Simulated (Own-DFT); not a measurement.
Simulation results for Hf36O71 (tetragonal hafnia with one neutral oxygen vacancy, atoms displaced)

All values are calculated (Own-DFT development build). A calculation, not a measurement: plane-wave PBE and HSE06 DFT by an unreviewed code, no spin, of a simulated cell at Gamma alone, so results move with cell size and shape, stress positive in tension, energies less offsets, not probed for a lower state with spin; hafnium file: forces about 75 meV/angstrom off all-electron values; oxygen file: force components 24 meV/angstrom off all-electron in a glass; k mesh not checked against a denser one; forces and stress are PBE's, HSE06 gives the energy alone, and its difference from PBE has offsets of its own; offsets are fitted by least squares, one for each functional and potential file, so energies compare only between cells with the same atoms and settings and are not formation energies; the far tail of each file's local potential was reset to the Coulomb form; each entry is a single point on an unrelaxed cell, so the pressure reflects the starting lattice, taken from the Materials Project, from which strain is counted, and rises with the displacements; printed positions are rounded, which can move forces by about a meV/angstrom; the program is a retired in-house code; no spin-orbit coupling.

Settings shared by all entries: first functional PBE; second functional HSE06; exact exchange share 0.25; screening 0.11 1/bohr; exchange divergence Gygi-Baldereschi; potential files PseudoDojo norm-conserving, scalar-relativistic, made for PBE, standard set; wave cutoff 48 hartree; occupations fixed; k mesh 1 x 1 x 1 centred on Gamma.

(1) Hf36O71 (tetragonal hafnia with one neutral oxygen vacancy, atoms displaced)

```
CELL_PARAMETERS angstrom
10.78000 0.00000 0.00000
0.00000 10.78000 0.00000
0.00000 0.00000 10.44930
ATOMIC_POSITIONS crystal
Hf 0.99948 0.99229 0.99263
Hf 0.17354 0.15635 0.24804
O 0.99468 0.16654 0.15113
O 0.16595 0.99934 0.35051
O 0.00014 0.16761 0.40923
O 0.16647 0.99808 0.09747
Hf 0.99543 0.00844 0.50715
Hf 0.16205 0.16920 0.74894
O 0.00494 0.16187 0.65143
O 0.16244 0.99337 0.84235
O 0.99611 0.17133 0.90821
O 0.17298 0.99498 0.60183
Hf 0.00469 0.32751 0.00100
Hf 0.15929 0.49395 0.25254
O 0.00376 0.49699 0.15238
O 0.17219 0.33240 0.34242
O 0.00598 0.49984 0.40273
O 0.16741 0.33238 0.09933
Hf 0.99954 0.33890 0.49691
Hf 0.17449 0.49966 0.74752
O 0.00199 0.50188 0.64951
O 0.16215 0.33086 0.84491
O 0.00000 0.50025 0.90639
O 0.16499 0.33365 0.59700
Hf 0.99666 0.66662 0.00469
Hf 0.16624 0.83340 0.24764
O 0.00241 0.82952 0.15071
O 0.16310 0.66307 0.35626
O 0.99668 0.83465 0.39581
O 0.16853 0.67210 0.09327
Hf 0.99563 0.66085 0.49702
Hf 0.16978 0.82863 0.75035
O 0.99724 0.83583 0.64298
O 0.16596 0.67229 0.84517
O 0.00135 0.84247 0.90835
O 0.16047 0.66565 0.59506
Hf 0.33413 0.99880 0.99569
Hf 0.50188 0.16681 0.25445
O 0.33209 0.17013 0.15664
O 0.49999 0.00257 0.33936
O 0.32856 0.16136 0.40475
O 0.50282 0.00352 0.09406
Hf 0.33069 0.00070 0.49658
Hf 0.49649 0.17109 0.75714
O 0.32423 0.16259 0.65320
O 0.50373 0.99948 0.84780
O 0.33755 0.15686 0.90673
O 0.50427 0.99853 0.59766
Hf 0.34374 0.33212 0.99409
Hf 0.49491 0.49026 0.25098
O 0.33215 0.49365 0.14795
O 0.49869 0.33490 0.35175
O 0.33245 0.50274 0.40679
O 0.50036 0.33770 0.09475
Hf 0.33311 0.33161 0.50222
Hf 0.49619 0.49667 0.75629
O 0.32722 0.49972 0.64893
O 0.50897 0.32607 0.83753
O 0.32458 0.49869 0.90317
O 0.50109 0.33998 0.59669
Hf 0.33025 0.66827 0.99934
Hf 0.48958 0.84340 0.25023
O 0.33496 0.83531 0.15358
O 0.50475 0.66185 0.34398
O 0.33455 0.83897 0.39714
O 0.50341 0.66354 0.09281
Hf 0.33327 0.66199 0.50080
Hf 0.49404 0.83110 0.74572
O 0.34211 0.83609 0.65397
O 0.49342 0.66718 0.83995
O 0.33810 0.83430 0.90018
O 0.50147 0.65926 0.59405
Hf 0.66647 0.00042 0.00935
Hf 0.83806 0.16320 0.26341
O 0.67033 0.16628 0.15329
O 0.83139 0.00012 0.35355
O 0.66545 0.16199 0.40812
Hf 0.66637 0.99505 0.50255
Hf 0.83395 0.16499 0.75336
O 0.66683 0.16500 0.65119
O 0.84161 0.99709 0.84640
O 0.66110 0.16189 0.89907
O 0.83689 0.99102 0.59621
Hf 0.66878 0.33474 0.99780
Hf 0.83442 0.50147 0.25182
O 0.66621 0.49883 0.14287
O 0.83934 0.33284 0.34542
O 0.66460 0.50350 0.40689
O 0.83755 0.33786 0.10097
Hf 0.66607 0.34106 0.50125
Hf 0.83558 0.50716 0.75083
O 0.67158 0.49647 0.65501
O 0.82563 0.33043 0.84729
O 0.65734 0.50122 0.90642
O 0.82995 0.33636 0.59460
Hf 0.66984 0.67187 0.00086
Hf 0.83487 0.83293 0.25229
O 0.66293 0.82010 0.15697
O 0.82872 0.66363 0.34937
O 0.66376 0.83147 0.40941
O 0.82941 0.67264 0.09545
Hf 0.66590 0.66161 0.49955
Hf 0.84275 0.83045 0.75116
O 0.66685 0.83386 0.65793
O 0.83264 0.66770 0.84538
O 0.65968 0.83473 0.90642
O 0.82548 0.65912 0.59267
```

| Quantity | Value |
| --- | --- |
| PBE energy of cell above offsets | -97.191 eV |
| HSE06 less PBE above offsets | 0.039 eV |
| PBE pressure | 2.8 GPa |
| PBE stress xx | -0.58 GPa |
| PBE stress yy | -4.23 GPa |
| PBE stress zz | -3.6 GPa |
| PBE stress yz | -0.27 GPa |
| PBE stress xz | -0.13 GPa |
| PBE stress xy | -0.11 GPa |

Force:
| element | x (eV/Å) | y (eV/Å) | z (eV/Å) |
| --- | --- | --- | --- |
| Hf | -0.671 | 3.614 | 2.607 |
| Hf | -1.717 | 1.266 | -0.265 |
| O | 0.726 | -0.566 | 0.981 |
| O | 0.05 | -0.414 | -0.329 |
| O | -0.16 | 0.588 | -0.705 |
| O | 0.301 | 0.16 | -0.01 |
| Hf | 1.577 | -2.19 | -0.566 |
| Hf | 0.505 | -1.291 | 0.136 |
| O | -1.406 | 0.085 | 0.179 |
| O | 0.186 | 1.288 | 0.721 |
| O | 0.246 | -1.774 | -1.412 |
| O | -1.015 | -0.084 | -0.787 |
| Hf | -0.633 | 1.212 | 1.167 |
| Hf | 1.897 | 0.494 | -0.489 |
| O | -1.079 | 1.146 | 0.215 |
| O | -0.224 | -0.751 | 0.838 |
| O | -0.44 | -0.449 | -0.899 |
| O | 0.656 | -0.221 | -0.936 |
| Hf | -0.55 | -0.827 | 0.901 |
| Hf | -2.463 | 0.175 | 0.665 |
| O | -0.28 | -0.126 | 0.389 |
| O | 0.619 | 0.377 | 0.064 |
| O | -0.234 | 0.319 | -0.223 |
| O | 0.132 | 0.106 | -0.126 |
| Hf | 0.468 | -0.267 | -0.316 |
| Hf | -0.469 | -0.488 | 1.192 |
| O | -0.63 | 0.254 | -0.085 |
| O | 0.286 | 0.611 | -1.483 |
| O | -0.046 | -0.253 | 0.465 |
| O | -0.551 | -0.066 | 0.566 |
| Hf | 0.421 | 2.216 | 0.191 |
| Hf | 0.039 | 1.487 | -1.899 |
| O | 0.813 | -0.822 | 1.36 |
| O | 0.062 | -1.442 | 0.482 |
| O | -0.211 | -4.753 | -2.152 |
| O | 1.187 | 0.264 | 0.65 |
| Hf | 0.41 | -1.258 | 0.555 |
| Hf | 0.783 | 0.176 | -0.743 |
| O | 1.38 | -0.19 | -0.485 |
| O | -0.033 | 0.604 | 1.071 |
| O | 0.435 | 1.409 | -0.463 |
| O | -1.165 | -0.147 | 0.893 |
| Hf | 0.338 | -0.731 | 1.737 |
| Hf | 1.17 | -4.809 | -2.678 |
| O | 1.502 | 1.027 | 0.161 |
| O | -0.801 | 0.073 | -0.212 |
| O | -0.128 | 2.519 | -0.76 |
| O | -1.38 | 0.204 | -0.731 |
| Hf | -2.42 | -0.03 | 1.919 |
| Hf | 0.617 | 3.003 | -1.315 |
| O | -0.279 | 0.266 | 0.651 |
| O | -0.142 | -1.222 | 0.073 |
| O | 0.188 | -1.271 | -0.438 |
| O | 0.222 | -0.65 | -0.024 |
| Hf | -0.285 | -0.048 | -0.344 |
| Hf | 1.728 | 1.71 | -1.519 |
| O | 1.486 | -0.032 | 0.182 |
| O | -1.168 | 2.823 | 2.619 |
| O | 0.702 | -0.376 | -0.924 |
| O | -0.987 | -0.176 | 0.22 |
| Hf | 1.927 | -0.058 | 0.391 |
| Hf | 2.305 | -3.082 | 0.182 |
| O | -1.027 | -0.088 | -1.095 |
| O | -0.9 | 0.518 | -0.286 |
| O | 0.101 | -1.253 | 0.359 |
| O | -1.729 | 0.028 | -0.565 |
| Hf | 0.062 | 1.174 | -0.61 |
| Hf | 3.196 | 1.237 | 1.285 |
| O | -2.962 | -0.801 | -1.293 |
| O | -0.365 | -1.085 | 0.293 |
| O | -0.613 | -0.212 | 0.247 |
| O | -0.781 | -0.169 | 0.4 |
| Hf | 0.72 | -0.447 | -1.431 |
| Hf | -0.374 | 0.37 | -1.873 |
| O | -0.087 | -0.2 | 0.425 |
| O | 0.241 | -0.504 | -0.604 |
| O | -0.18 | 1.344 | -0.659 |
| Hf | 0.169 | 0.052 | 0.94 |
| Hf | -1.248 | 0.295 | -0.439 |
| O | 0.243 | 0.238 | 0.878 |
| O | -0.137 | 0.378 | 0.377 |
| O | 0.58 | 0.185 | 0.863 |
| O | -1.076 | 0.775 | 0.744 |
| Hf | 1.992 | -0.041 | 0.686 |
| Hf | -1.166 | -1.057 | -1.654 |
| O | 0.456 | -0.382 | 2.03 |
| O | -0.262 | 1.035 | 0.761 |
| O | 0.402 | -1.779 | -1.34 |
| O | -0.656 | 0.143 | -0.804 |
| Hf | 0.24 | -1.522 | 0.661 |
| Hf | 0.006 | -1.85 | -0.456 |
| O | -1.281 | -0.078 | 0.493 |
| O | 0.053 | 0.733 | -0.24 |
| O | -0.018 | 0.017 | -0.985 |
| O | 1.496 | -0.297 | -0.07 |
| Hf | -1.962 | 0.003 | 0.251 |
| Hf | -0.382 | 0.283 | 0.048 |
| O | 0.247 | 1.4 | 0.469 |
| O | 0.626 | -0.07 | -0.322 |
| O | 0.166 | 0.173 | -0.532 |
| O | 1.808 | -0.569 | 0.711 |
| Hf | -1.224 | 1.827 | -0.066 |
| Hf | -2.035 | 1.308 | -1.166 |
| O | 0.713 | -0.252 | 0.189 |
| O | 0.449 | 0.195 | 0.773 |
| O | 0.69 | 0.247 | 0.414 |
| O | 2.004 | 0.094 | 1.09 |

(2) Hf36O71 (tetragonal hafnia with one neutral oxygen vacancy, atoms displaced)

```
CELL_PARAMETERS angstrom
10.78000 0.00000 0.00000
0.00000 10.78000 0.00000
0.00000 0.00000 10.44930
ATOMIC_POSITIONS crystal
Hf 0.99916 0.99969 0.99643
Hf 0.16728 0.16468 0.24470
O 0.00245 0.16749 0.15391
O 0.16523 0.00357 0.34785
O 0.99975 0.16507 0.39951
O 0.16891 0.00173 0.10147
Hf 0.99791 0.00116 0.50336
Hf 0.16265 0.16266 0.75191
O 0.99811 0.16141 0.65529
O 0.16662 0.99688 0.84559
O 0.99871 0.16102 0.90839
O 0.16838 0.99583 0.59789
Hf 0.99858 0.32878 0.99842
Hf 0.16547 0.50029 0.24928
O 0.99864 0.50110 0.15186
O 0.16779 0.33376 0.35314
O 0.00117 0.50149 0.40600
O 0.16502 0.33406 0.10071
Hf 0.99459 0.33346 0.49996
Hf 0.16468 0.49481 0.74966
O 0.99939 0.49187 0.65748
O 0.16880 0.33214 0.84877
O 0.00372 0.49753 0.89929
O 0.16840 0.33576 0.59648
Hf 0.00607 0.66507 0.00185
Hf 0.16521 0.84121 0.24313
O 0.99812 0.83520 0.15350
O 0.16459 0.66827 0.34666
O 0.00207 0.82846 0.39744
O 0.16340 0.66981 0.09429
Hf 0.00017 0.65894 0.49659
Hf 0.16623 0.83122 0.74823
O 0.99941 0.83096 0.65924
O 0.16935 0.66678 0.84821
O 0.00146 0.83723 0.90569
O 0.16239 0.66299 0.60144
Hf 0.33419 0.00087 0.99302
Hf 0.49803 0.16576 0.25467
O 0.33848 0.16929 0.15076
O 0.33186 0.16881 0.40387
O 0.49757 0.00092 0.09897
Hf 0.33524 0.00212 0.50138
Hf 0.49926 0.16857 0.75311
O 0.32794 0.16832 0.65357
O 0.49734 0.99929 0.85084
O 0.33519 0.16750 0.90240
O 0.50419 0.00091 0.60047
Hf 0.33028 0.33276 0.00006
Hf 0.50166 0.49691 0.25397
O 0.33421 0.50197 0.15154
O 0.50499 0.33286 0.34880
O 0.33645 0.50136 0.39811
O 0.50161 0.33370 0.09476
Hf 0.33070 0.33379 0.49893
Hf 0.49681 0.50399 0.74916
O 0.33304 0.50212 0.65450
O 0.50068 0.33509 0.84906
O 0.33668 0.49214 0.90239
O 0.49989 0.32841 0.59525
Hf 0.33419 0.66836 0.99866
Hf 0.49665 0.83358 0.25027
O 0.33224 0.82793 0.15157
O 0.50069 0.66753 0.34062
O 0.33029 0.83831 0.39951
O 0.50029 0.66463 0.09612
Hf 0.33513 0.66604 0.50096
Hf 0.49359 0.83219 0.74353
O 0.33215 0.82912 0.65259
O 0.49498 0.66932 0.85062
O 0.33249 0.83506 0.90357
O 0.49862 0.66656 0.59664
Hf 0.66427 0.99828 0.00059
Hf 0.83866 0.16252 0.25355
O 0.66491 0.16680 0.15477
O 0.83410 0.00052 0.34400
O 0.66000 0.16739 0.39698
O 0.84000 0.99635 0.09508
Hf 0.66807 0.00142 0.50188
Hf 0.83401 0.16517 0.75142
O 0.66301 0.16735 0.65324
O 0.83025 0.99966 0.84947
O 0.66870 0.16372 0.89987
O 0.82884 0.99952 0.59576
Hf 0.66608 0.33584 0.00074
Hf 0.83762 0.50294 0.24726
O 0.66306 0.49936 0.15820
O 0.83183 0.33687 0.34997
O 0.66960 0.49752 0.39708
O 0.82909 0.33596 0.09556
Hf 0.66649 0.33468 0.49744
Hf 0.83227 0.49446 0.74438
O 0.67032 0.50339 0.65350
O 0.83827 0.33306 0.84887
O 0.66927 0.50131 0.90421
O 0.83108 0.33467 0.59405
Hf 0.66707 0.66457 0.99577
Hf 0.82957 0.83295 0.25038
O 0.66839 0.83001 0.15051
O 0.83205 0.66506 0.34894
O 0.66477 0.83560 0.40671
O 0.83601 0.66648 0.09823
Hf 0.66734 0.66812 0.50251
Hf 0.82914 0.83663 0.75296
O 0.66632 0.83323 0.65341
O 0.83220 0.66400 0.84792
O 0.66673 0.82642 0.90483
O 0.83171 0.66409 0.59802
```

| Item | Value |
| --- | --- |
| PBE energy of cell above offsets | -100.705 eV |
| HSE06 less PBE above offsets | -0.126 eV |
| PBE pressure | 1.02 GPa |
| PBE stress xx | -1 GPa |
| PBE stress yy | -0.33 GPa |
| PBE stress zz | -1.72 GPa |
| PBE stress yz | 0.23 GPa |
| PBE stress xz | -0.31 GPa |
| PBE stress xy | 0.07 GPa |

Force:
| element | x (eV/Å) | y (eV/Å) | z (eV/Å) |
| --- | --- | --- | --- |
| Hf | 0.396 | -1.403 | 1.448 |
| Hf | 0.814 | 0.512 | 0.715 |
| O | -0.581 | 0.248 | -0.317 |
| O | -0.093 | -0.085 | 0.069 |
| O | -0.431 | 0.279 | 0.802 |
| O | -0.042 | 0.032 | -0.656 |
| Hf | 0.859 | -1.311 | -0.974 |
| Hf | 1.191 | 0.379 | -0.21 |
| O | 0.102 | 0.2 | -0.463 |
| O | 0.201 | 0.663 | 0.267 |
| O | 0.161 | 1.202 | -1.319 |
| O | -0.675 | 0.174 | -0.055 |
| Hf | -0.296 | 1.175 | 0.411 |
| Hf | 0.999 | 0.066 | 0.199 |
| O | 0.809 | -0.144 | -0.098 |
| O | -0.191 | 0.055 | -0.819 |
| O | -0.126 | -1.409 | -0.774 |
| O | -0.143 | -0.08 | -0.295 |
| Hf | 1.126 | 0.016 | -0.481 |
| Hf | 0.073 | 0.763 | 0.479 |
| O | -0.086 | -0.025 | -1.089 |
| O | -0.432 | -1.005 | 0.018 |
| O | 0.237 | -0.008 | 0.721 |
| O | -0.985 | -0.063 | 0.354 |
| Hf | -1.685 | 0.148 | -1.012 |
| Hf | -0.398 | -0.735 | 1.186 |
| O | 0.144 | -0.068 | -0.118 |
| O | 0.286 | -0.363 | -0.268 |
| O | -0.359 | 0.935 | 1.26 |
| O | 1.09 | -0.245 | 0.588 |
| Hf | 0.035 | 2.47 | 0.586 |
| Hf | -0.753 | -0.513 | 0.338 |
| O | -0.573 | 0.533 | -0.489 |
| O | 0.076 | -0.35 | -0.124 |
| O | -0.003 | -0.956 | -0.324 |
| O | 0.659 | -0.021 | -0.602 |
| Hf | 0.307 | 0.105 | 1.055 |
| Hf | 0.85 | -0.357 | -0.44 |
| O | -1.068 | 0.012 | 0.251 |
| O | 0.6 | -0.576 | -0.158 |
| O | 0.157 | -0.409 | 0.162 |
| Hf | -0.052 | 0.214 | -0.533 |
| Hf | -0.098 | 0.412 | -0.225 |
| O | 0.443 | -0.35 | 0.221 |
| O | 0.154 | -0.317 | -0.434 |
| O | -0.285 | -0.242 | -0.289 |
| O | -1.062 | -0.285 | -0.525 |
| Hf | 0.881 | 0.128 | 0.72 |
| Hf | -0.325 | 0.308 | -0.956 |
| O | -0.729 | -0.125 | 0.158 |
| O | -0.522 | -0.092 | 0.033 |
| O | -0.122 | 0.004 | 0.864 |
| O | -0.476 | 0.151 | 0.165 |
| Hf | 0.244 | 0.134 | -0.031 |
| Hf | 0.316 | -0.801 | 0.742 |
| O | 0.196 | 0.1 | -0.513 |
| O | 0.306 | -0.113 | -0.691 |
| O | -0.198 | 1.473 | -0.264 |
| O | -0.177 | 0.486 | 0.256 |
| Hf | 0.356 | -0.788 | 0.496 |
| Hf | 0.181 | 0.326 | -0.393 |
| O | 0.264 | 0.09 | -0.218 |
| O | -0.064 | 0.2 | 1.136 |
| O | 0.803 | -0.451 | 0.619 |
| O | -0.067 | 0.258 | -0.437 |
| Hf | -1.404 | 0.076 | -0.985 |
| Hf | 1.153 | 0.371 | 1.31 |
| O | -0.024 | 0.058 | -0.627 |
| O | -0.075 | -0.357 | -0.853 |
| O | 0.014 | -0.126 | -0.522 |
| O | 0.319 | 0.031 | 0.235 |
| Hf | 0.255 | 0.04 | 0.453 |
| Hf | -1.164 | 1.14 | -0.866 |
| O | 0.64 | -0.49 | -0.096 |
| O | -0.062 | -0.332 | 0.849 |
| O | 0.392 | -0.689 | 1 |
| O | -1.475 | 0.49 | 0.249 |
| Hf | -1.03 | 0.474 | -0.728 |
| Hf | -1.645 | 0.202 | 0.356 |
| O | 1.148 | -0.017 | 0.045 |
| O | 0.141 | 0.218 | -0.327 |
| O | -0.119 | 0.388 | 0.338 |
| O | 1.154 | 0.124 | 0.529 |
| Hf | -0.687 | -0.47 | 0.197 |
| Hf | -1.833 | -0.127 | -0.041 |
| O | 1.199 | 0.017 | -0.728 |
| O | 0.69 | -0.899 | -0.293 |
| O | -0.462 | 0.872 | 1.283 |
| O | 1.208 | -0.147 | 0.16 |
| Hf | -0.857 | -0.2 | -0.577 |
| Hf | 0.288 | 1.405 | 1.539 |
| O | -1.597 | -0.242 | -0.448 |
| O | -0.016 | -0.726 | -0.5 |
| O | -0.232 | -0.667 | -0.543 |
| O | 0.19 | -0.363 | 0.755 |
| Hf | 0.428 | -0.084 | 1.396 |
| Hf | 0.879 | -0.579 | -0.461 |
| O | -0.698 | 0.533 | 0.529 |
| O | -0.114 | 0.352 | 0.02 |
| O | -0.146 | 0.023 | -0.348 |
| O | -0.202 | -0.216 | -0.013 |
| Hf | 0.632 | -0.663 | -0.748 |
| Hf | 0.547 | -1.744 | 0.295 |
| O | -0.43 | -0.19 | 0.003 |
| O | 0.198 | 0.288 | -0.623 |
| O | 0.064 | 1.651 | -0.585 |
| O | 0.511 | 0.014 | -0.342 |
